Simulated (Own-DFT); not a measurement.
## Calculated data, Al$_{7}$GaN$_{8}$ (wurtzite random alloy, atoms displaced)

All values are calculated (Own-DFT development build). A calculation, not a measurement: plane-wave PBE density functional theory by an unreviewed code, no spin, of a simulated periodic cell, stress positive in tension, free energy of the whole cell less one offset for each atom, forces on such cells passed a denser k mesh, this cell's mesh not checked; offsets are fitted by least squares, one for each functional and potential file, so energies compare only between cells with the same atoms and settings and are not formation energies; the far tail of each file's local potential was reset to the Coulomb form; each entry is a single point on an unrelaxed cell, so the pressure reflects the starting lattice, mostly measured values, from which strain is counted, and rises with the displacements; printed positions are rounded, which can move forces by about a meV/angstrom; the program is a retired in-house code; no spin-orbit coupling.

```cif
# cell vector a (Å): 12.4865 0.0000 0.0000
# cell vector b (Å): -6.2433 10.8136 0.0000
# cell vector c (Å): 0.0000 0.0000 10.0148
data_Al7GaN8
_symmetry_space_group_name_H-M 'P 1'
_symmetry_Int_Tables_number 1
_cell_length_a 12.4865
_cell_length_b 12.4865
_cell_length_c 10.0148
_cell_angle_alpha 90.000
_cell_angle_beta 90.000
_cell_angle_gamma 120.000
_cell_volume 1352.24
loop_
_atom_site_label
_atom_site_type_symbol
_atom_site_fract_x
_atom_site_fract_y
_atom_site_fract_z
_atom_site_occupancy
Al1 Al 0.08486 0.17095 0.99766 1
Ga1 Ga 0.16330 0.08243 0.24824 1
N1 N 0.08929 0.18255 0.18352 1
N2 N 0.18041 0.09453 0.43625 1
Al2 Al 0.08222 0.16589 0.48984 1
Al3 Al 0.17597 0.09115 0.74528 1
N3 N 0.08358 0.16543 0.69067 1
N4 N 0.16178 0.08229 0.93679 1
Al4 Al 0.08118 0.41926 0.99541 1
Al5 Al 0.16858 0.33207 0.24656 1
N5 N 0.08451 0.42556 0.18212 1
N6 N 0.17862 0.33733 0.43099 1
Al6 Al 0.07766 0.42044 0.50059 1
Al7 Al 0.16897 0.33315 0.74022 1
N7 N 0.10006 0.42315 0.68490 1
N8 N 0.16696 0.32497 0.94023 1
Al8 Al 0.07772 0.67533 0.00196 1
Al9 Al 0.18141 0.57759 0.25810 1
N9 N 0.09188 0.66672 0.18263 1
N10 N 0.16046 0.57297 0.44720 1
Al10 Al 0.07592 0.65711 0.49959 1
Al11 Al 0.16816 0.58593 0.75425 1
N11 N 0.08541 0.65740 0.69668 1
N12 N 0.17638 0.59038 0.94687 1
Al12 Al 0.08366 0.92066 0.00821 1
Ga2 Ga 0.16236 0.82691 0.24244 1
N13 N 0.08476 0.92146 0.19635 1
N14 N 0.15906 0.82390 0.43501 1
Al13 Al 0.08568 0.91495 0.51846 1
Al14 Al 0.16783 0.82469 0.75058 1
N15 N 0.08697 0.90529 0.69332 1
N16 N 0.16893 0.83144 0.93626 1
Al15 Al 0.32015 0.15615 0.01070 1
Ga3 Ga 0.41968 0.08893 0.24847 1
N17 N 0.33508 0.16313 0.18663 1
N18 N 0.42551 0.10336 0.44698 1
Al16 Al 0.33510 0.17101 0.50361 1
Al17 Al 0.42250 0.07607 0.75192 1
N19 N 0.34418 0.17298 0.69418 1
N20 N 0.40906 0.08501 0.94119 1
Al18 Al 0.34268 0.41439 0.99781 1
Al19 Al 0.41143 0.33204 0.24894 1
N21 N 0.33604 0.41222 0.19855 1
N22 N 0.41457 0.33044 0.43210 1
Al20 Al 0.32362 0.41963 0.50454 1
Al21 Al 0.40809 0.31898 0.77625 1
N23 N 0.33362 0.42918 0.69623 1
N24 N 0.41453 0.32285 0.94246 1
Al22 Al 0.35596 0.67579 0.00764 1
Al23 Al 0.40514 0.57764 0.24676 1
N25 N 0.34133 0.67250 0.19529 1
N26 N 0.42138 0.57971 0.43921 1
Ga4 Ga 0.33174 0.67331 0.49138 1
Al24 Al 0.41514 0.58941 0.74843 1
N27 N 0.32564 0.65923 0.68759 1
N28 N 0.41404 0.59051 0.94677 1
Al25 Al 0.33599 0.91410 0.98446 1
Al26 Al 0.41873 0.83404 0.24705 1
N29 N 0.34500 0.92505 0.18542 1
N30 N 0.40820 0.82822 0.43396 1
Al27 Al 0.33818 0.92619 0.50971 1
Al28 Al 0.42457 0.84677 0.75715 1
N31 N 0.33361 0.91599 0.68579 1
N32 N 0.41257 0.83071 0.93579 1
Al29 Al 0.58581 0.16809 0.98420 1
Al30 Al 0.66798 0.08014 0.24813 1
N33 N 0.58238 0.17520 0.19570 1
N34 N 0.66900 0.08736 0.44523 1
Ga5 Ga 0.58726 0.15680 0.48632 1
Al31 Al 0.65528 0.08040 0.75996 1
N35 N 0.58259 0.17008 0.70036 1
N36 N 0.67045 0.08647 0.94679 1
Al32 Al 0.56439 0.41812 0.00336 1
Al33 Al 0.66464 0.33620 0.24689 1
N37 N 0.58675 0.41694 0.19504 1
N38 N 0.66583 0.33146 0.43723 1
Al34 Al 0.58888 0.42249 0.49823 1
Ga6 Ga 0.67260 0.33594 0.75250 1
N39 N 0.59029 0.41496 0.69824 1
N40 N 0.66996 0.32560 0.94209 1
Al35 Al 0.57443 0.66362 0.99605 1
Al36 Al 0.67522 0.60207 0.26384 1
N41 N 0.57806 0.66993 0.18981 1
N42 N 0.66983 0.58231 0.46113 1
Al37 Al 0.58726 0.66207 0.49092 1
Al38 Al 0.67226 0.58007 0.74375 1
N43 N 0.59228 0.67269 0.69003 1
N44 N 0.66134 0.58557 0.94081 1
Al39 Al 0.58200 0.92462 0.99310 1
Al40 Al 0.66456 0.84773 0.25829 1
N45 N 0.58202 0.91122 0.19573 1
N46 N 0.65931 0.83545 0.43652 1
Al41 Al 0.57845 0.92076 0.49795 1
Al42 Al 0.65741 0.83501 0.74976 1
N47 N 0.57475 0.90649 0.69667 1
N48 N 0.66328 0.82314 0.92157 1
Al43 Al 0.82756 0.16610 0.99422 1
Ga7 Ga 0.91570 0.08277 0.25776 1
N49 N 0.83533 0.17004 0.20712 1
N50 N 0.92337 0.08165 0.42735 1
Al44 Al 0.83063 0.15983 0.50407 1
Al45 Al 0.90960 0.07827 0.75515 1
N51 N 0.84546 0.17446 0.67591 1
N52 N 0.92139 0.09409 0.95259 1
Al46 Al 0.83782 0.41505 0.01559 1
Al47 Al 0.91035 0.33052 0.24833 1
N53 N 0.82543 0.40944 0.19834 1
N54 N 0.91612 0.33315 0.44979 1
Al48 Al 0.83826 0.41710 0.48818 1
Al49 Al 0.92159 0.34016 0.75585 1
N55 N 0.83396 0.42040 0.70727 1
N56 N 0.91858 0.33136 0.95833 1
Al50 Al 0.83193 0.66650 0.00330 1
Ga8 Ga 0.91171 0.58105 0.26019 1
N57 N 0.83123 0.67510 0.19042 1
N58 N 0.92061 0.57459 0.44069 1
Al51 Al 0.82527 0.66294 0.47596 1
Al52 Al 0.92303 0.58300 0.74228 1
N59 N 0.82324 0.66912 0.69277 1
N60 N 0.92642 0.58666 0.94784 1
Al53 Al 0.84361 0.92682 0.00421 1
Al54 Al 0.91476 0.83684 0.25796 1
N61 N 0.83488 0.92097 0.19232 1
N62 N 0.93173 0.84606 0.44610 1
Al55 Al 0.83286 0.91033 0.50437 1
Al56 Al 0.92397 0.83784 0.75744 1
N63 N 0.83671 0.91223 0.68575 1
N64 N 0.92932 0.84423 0.93388 1
_calc_functional 'PBE'
_calc_potential_files 'PseudoDojo norm-conserving, scalar-relativistic, standard set'
_calc_wave_cutoff 42  # hartree
_calc_occupations 'Fermi-Dirac'
_calc_smearing_width 0.05  # eV
_calc_k_mesh '3 x 3 x 3 centred on Gamma'
_calc_free_energy_of_cell_above_offsets '-27.561'  # eV
_calc_pressure 8.99  # GPa
_calc_stress_xx -9.19  # GPa
_calc_stress_yy -9.12  # GPa
_calc_stress_zz -8.65  # GPa
_calc_stress_yz -0.2  # GPa
_calc_stress_xz -1.03  # GPa
_calc_stress_xy -0.36  # GPa
```

Force:
```tsv
element	x (eV/Å)	y (eV/Å)	z (eV/Å)
Al	0.51	-0.48	0.475
Ga	0.24	2.029	0.484
N	0.197	-3.512	-0.04
N	-1.729	-2.224	2.033
Al	1.394	0.972	1.139
Al	-0.364	-1.375	0.522
N	-0.162	-0.523	-0.926
N	0.383	0.025	0.366
Al	2.714	1.23	0.505
Al	-0.878	2.301	0.073
N	0.638	-1.824	1.706
N	-3.946	-1.555	0.617
Al	2.189	-2.664	0.604
Al	0.146	-0.184	1.901
N	-3.165	-0.754	1.062
N	0.061	3.043	-1.029
Al	4.222	-0.913	0.121
Al	-3.376	0.772	-1.286
N	-0.72	-1.639	1.601
N	-0.502	2.491	-2.174
Al	2.123	2.068	0.601
Al	2.194	-1.167	1.396
N	-1.655	1.584	-2.057
N	-0.494	-0.148	-0.639
Al	1.216	-0.053	-1.2
Ga	1.335	1.594	0.945
N	-1.247	-2.096	-1.594
N	0.573	1.035	2.39
Al	1.362	0.737	-3.5
Al	-0.277	0.055	0.113
N	-0.562	1.848	1.337
N	-0.699	1.43	0.452
Al	0.722	0.244	-1.833
Ga	0.192	-0.91	0.907
N	-1.97	1.637	0.533
N	-0.236	-4.036	-0.135
Al	0.388	1.981	0.243
Al	-2.826	2.026	0.085
N	-0.708	-2.185	-0.345
N	2.114	-0.99	-0.905
Al	-3.532	0.248	0.543
Al	2.557	-0.708	1.148
N	-1.652	1.357	-2.951
N	0.141	1.608	2.022
Al	3.875	0.537	0.42
Al	0.733	3.045	-6.866
N	1.827	-2.524	-0.063
N	-1.665	-0.184	3.898
Al	-6.115	-0.267	0.413
Al	3.307	0.308	1.338
N	-0.436	-0.401	-0.478
N	-0.983	0.546	-0.715
Ga	1.402	-2.985	2.535
Al	1.185	0.617	-0.145
N	0.457	3.042	0.388
N	3.354	-3.562	-1.887
Al	-1.999	0.991	2.886
Al	-1.405	0.805	0.407
N	-0.229	-1.921	-0.92
N	0.411	4.602	0.163
Al	-0.99	-0.868	-3.897
Al	-1.81	-4.398	-1.796
N	0.484	-0.038	2.212
N	1.832	1.5	0.902
Al	-2.346	-0.184	2.938
Al	-1.52	1.432	0.034
N	3.129	-1.504	-1.748
N	4.213	-3.813	-1.906
Ga	-4.291	4.601	2.594
Al	1.953	0.783	-2.17
N	1.502	-2.486	-0.755
N	-1.037	-1.141	-1.23
Al	5.322	1.264	1.077
Al	-0.346	-0.766	0.939
N	-2.197	1.803	-0.58
N	0.823	1.594	0.496
Al	-0.966	-4.405	1.22
Ga	-0.856	-0.176	0.836
N	-2.93	0.242	-1.225
N	-0.488	2.573	1.367
Al	2.158	1.272	0.666
Al	-2.163	-2.945	-2.527
N	0.754	0.445	0.843
N	-1.431	0.248	-3.98
Al	-3.203	1.497	2.562
Al	-3.14	-0.221	1.636
N	-1.401	-1.209	-0.896
N	0.755	-0.856	0.22
Al	1.684	-2.688	1.191
Al	3.526	-3.35	-1.423
N	-2.262	2.929	-2.559
N	1.579	0.159	1.877
Al	0.302	-1.563	0.463
Al	3.854	-1.886	-2.037
N	-0.304	4.013	-1.919
N	-0.578	2.755	4.736
Al	2.368	1.175	2.627
Ga	0.79	1.421	-4.794
N	-1.491	-1.228	-2.458
N	-1.352	-0.675	6.578
Al	1.192	1.282	-2.73
Al	1.339	0.768	-0.776
N	-1.225	-1.067	4.982
N	-1.125	-1.818	-1.93
Al	-1.48	0.683	-2.069
Al	1.806	1.554	1.068
N	0.808	1.163	-0.133
N	0.398	-1.123	-1.623
Al	-2.017	-2.391	2.236
Al	0.802	-0.297	-0.626
N	2.975	0.083	-2.795
N	-1.036	-0.16	-2.363
Al	-0.15	-0.077	-1.731
Ga	1.711	0.508	-3.519
N	0.694	-0.008	1.56
N	-2.723	1.716	1.296
Al	4.813	2.97	4.484
Al	-2.516	0.979	1.926
N	5.077	1.382	-1.436
N	-3.481	-1.563	-0.892
Al	-0.779	-1.634	-0.893
Al	1.022	1.355	-0.599
N	-0.423	-1.711	-0.394
N	-2.035	-2.76	-1.235
Al	-0.557	1.107	-0.778
Al	-0.675	-1.492	-2.304
N	-1.418	1.419	1.446
N	-1.551	-1.2	3.027
```
